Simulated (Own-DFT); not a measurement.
# Strain and stress in grey tin, 32 atoms (Sn32)

These are calculations, not measurements. The program, named Own-DFT, is a retired in-house plane-wave density functional code that no person has reviewed. Each row is one single-point run on a periodic cell that was not relaxed, without spin or spin-orbit coupling.

Settings of every run: PBE; PseudoDojo norm-conserving scalar-relativistic files; cutoff 42 hartree; 3 x 3 x 5 k mesh centred on Gamma; cold (Marzari-Vanderbilt) smearing of 0.2 eV.

Known limits: forces on such cells failed a check on a denser k mesh; stress not checked against mesh or cutoff.

Unstrained cell vectors in Å: (12.978, 0.000, 0.000); (0.000, 12.978, 0.000); (0.000, 0.000, 6.489). The unstrained cell has measured lattice constants (interpolated for alloys), not those of this functional. That, the random moves and any unrelaxed bonds set the pressure at no strain. Each run strains this cell uniformly, with the atoms carried along. Every atom was also moved at random, by a Gaussian of width 0.05 Å on each axis. Strain is the symmetric tensor, in per cent. Stress is positive in tension, and the pressure is minus a third of its trace.

```
run  e_xx (%)  e_yy (%)  e_zz (%)  s_xx (GPa)  s_yy (GPa)  s_zz (GPa)  P (GPa)  E (meV/atom)
  1     -1.50     -1.50      0.00       -5.41       -5.44       -5.11     5.32          53.7
  2      1.75      1.75      0.00       -1.83       -1.76       -2.31     1.97           6.2
  3     -0.50     -0.50      0.00       -4.30       -4.27       -4.06     4.21          37.2
  4      2.50      2.50      0.00       -1.12       -1.08       -1.77     1.32           0.0
  5     -2.00     -2.00      0.00       -6.09       -6.17       -5.59     5.95          65.9
  6      0.25      0.25      0.00       -3.30       -3.32       -3.29     3.30          12.9
  7     -2.50     -2.50      0.00       -6.97       -6.95       -6.27     6.73          90.4
  8      2.25      2.25      0.00           ?           ?           ?        ?             ?
```

E is the free energy for each atom above the lowest run shown.

## Worked fit

The change of volume is close to e_xx + e_yy + e_zz. A straight line through the runs shown gives P = 3.83 - 53 x (fractional change of volume) GPa, with an error of 2 on the slope and a scatter of 0.20 GPa. The strain isn't the same on all axes, but the crystal is cubic, so the slope still estimates the bulk modulus, averaged over pressures from 1.3 to 6.7 GPa.

## Withheld run

Question: what pressure should run 8 give? Its volume changes by 4.55 %.

The line gives 1.4 GPa. The calculation gave 1.51 GPa.
